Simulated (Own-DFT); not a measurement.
# A pressure from energies alone: corundum Al2O3, 78 atoms (Al32O46), with two O vacancies

Calculated, not measured. Each geometry was run twice at fixed positions with Own-DFT, a retired in-house plane-wave program that no person has reviewed: with PBE, and with HSE06 (exact exchange share 0.25 at short range, screening 0.11 per bohr, Gygi-Baldereschi treatment of its divergence). Both used PseudoDojo norm-conserving files made for PBE, a cutoff of 48 hartree, the Gamma point alone, fixed occupations, a neutral cell and no spin. The unstrained cell is 7.9 Å across at its thinnest, so Gamma alone is coarse and defects feel their images. The oxygen file's force components were 24 meV/Å off all-electron values in a glass.

Unstrained cell vectors in Å: (5.494, 0.000, 8.660); (-2.747, 4.758, 8.660); (-2.747, -4.758, 8.660), volume V0 = 679.1 Å³, from measured lattice constants. Each geometry has its own random strain of a few per cent, its own defect sites and random moves of rms u per axis. HSE06 gave the energy alone. D is its energy less that of PBE, over the lowest D shown. The PBE stress wasn't checked against mesh or cutoff.

| run | V - V0 (Å³) | u (Å) | P with PBE (GPa) | D (eV) |
|---|---|---|---|---|
| 1 | -2.7 | 0.0267 | 8.42 | 0.711 |
| 2 | 12.4 | 0.0279 | 2.82 | 1.330 |
| 3 | 7.8 | 0.0275 | 3.70 | 1.211 |
| 4 | 11.0 | 0.0475 | 5.07 | 1.341 |
| 5 | 2.6 | 0.0520 | 9.06 | 1.061 |
| 6 | -4.5 | 0.0486 | 10.35 | 0.790 |
| 7 | -11.0 | 0.0317 | 12.16 | 0.461 |
| 8 | -25.7 | 0.0520 | 20.47 | 0.000 |
| 9 | -6.2 | 0.0516 | 12.01 | 0.747 |
| 10 | -21.9 | 0.0510 | 18.43 | 0.145 |
| 11 | 12.3 | 0.0490 | 4.84 | 1.445 |
| 12 | 7.1 | 0.0492 | 6.61 | 1.229 |
| 13 | -7.1 | 0.0490 | 11.87 | ? |

## Worked fit

D = 0.82 + 0.0381 (V - V0) + 58 u² eV, with an error of 0.0007 on the volume slope, 10 on the last term and a scatter of 0.03 eV. Pressure is -dE/dV, and 1 eV/Å³ is 160.2 GPa, so HSE06 changes the pressure by -6.1 ± 0.1 GPa. With the ions held to the strained lattice, the PBE pressure falls by 270 ± 7 GPa per unit of volume strain; the shape of the strain isn't fitted, so the true error is larger, and a relaxed crystal would be softer. On that slope HSE06's volume at a given pressure is about 2.3 % smaller, or 0.8 % in lengths. At u = 0 and V0 the PBE pressure is 6.3 GPa, which puts the zero-pressure volume, against the measured cell and with the defects in, at +2.3 % for PBE and +0.1 % for HSE06, each good to a few tenths of a per cent.

## Test on the hidden row

The question: what D should run 13 give?

From the fit: 0.69 eV, with rows scattering by 0.03. The hidden result is 0.661 eV.
